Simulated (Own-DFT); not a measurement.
# Point defects and the pressure they add: zincblende GaP

Everything here is calculated. The program is Own-DFT (plane waves, in-house, since retired, never reviewed by a person); positions were held fixed, and spin and spin-orbit coupling were off.

Method: PBE; PseudoDojo norm-conserving scalar-relativistic files; cutoff 42 hartree; 2 x 3 x 3 k mesh centred on Gamma; Fermi-Dirac smearing of 0.1 eV.

Known weak points (not all hold for every row): not probed for a lower state with spin; forces on such cells failed a check on a denser k mesh; forces on such cells moved up to 12 meV/angstrom on a denser k mesh; forces on such cells passed a denser k mesh, each cell not checked; stress not checked against mesh or cutoff.

All runs share one cell, with vectors in Å (16.352, 0.000, 0.000); (0.000, 10.901, 0.000); (0.000, 0.000, 10.901) and a volume of 1943.1 Å³. The atoms are randomly displaced, by u rms on each axis. The defect's site can differ from row to row.

```
cell,formula,u (Å),P (GPa)
no defect,Ga48P48,0.0198,2.72
no defect,Ga48P48,0.0504,3.25
no defect,Ga48P48,0.0515,3.37
two P vacancies,Ga48P46,0.0308,2.44
two P vacancies,Ga48P46,0.0477,2.87
two P vacancies,Ga48P46,0.0521,2.91
two P on a Ga site each,Ga46P50,0.0279,2.88
two P on a Ga site each,Ga46P50,0.0489,3.26
two P on a Ga site each,Ga46P50,0.0511,3.21
one Ga on a P site and one P on a Ga site,Ga48P48,0.0294,2.93
one Ga on a P site and one P on a Ga site,Ga48P48,0.0315,?
one Ga on a P site and one P on a Ga site,Ga48P48,0.0475,3.34
one Ga on a P site and one P on a Ga site,Ga48P48,0.0497,3.32
```

## Working it out

P = P0 + c u² + a shift for each defect gives P0 = 2.64 GPa, c = 254 ± 20 GPa/Å² and a scatter of 0.06 GPa. The shifts, and each times the cell's volume:

- one Ga on a P site and one P on a Ga site: 0.08 ± 0.05 GPa, 1.0 eV (not resolved)
- two P on a Ga site each: -0.01 ± 0.05 GPa, -0.1 eV (-0.1 eV for each of its 2 sites) (not resolved)
- two P vacancies: -0.40 ± 0.05 GPa, -4.9 eV (-2.4 eV for each of its 2 sites)

A positive shift means that the defect pushes the cell outwards. Shift times volume (160.2 GPa Å³ is 1 eV) depends little on the cell's size, so, taken for each site, it can be compared between cells at like pressure. The atoms around the defects weren't relaxed, which would change these numbers.

## Prediction

The question: what pressure belongs in the blank (one Ga on a P site and one P on a Ga site, u = 0.0315 Å)?

The fit gives 2.97 ± 0.07 GPa. DFT gave 2.97 GPa.
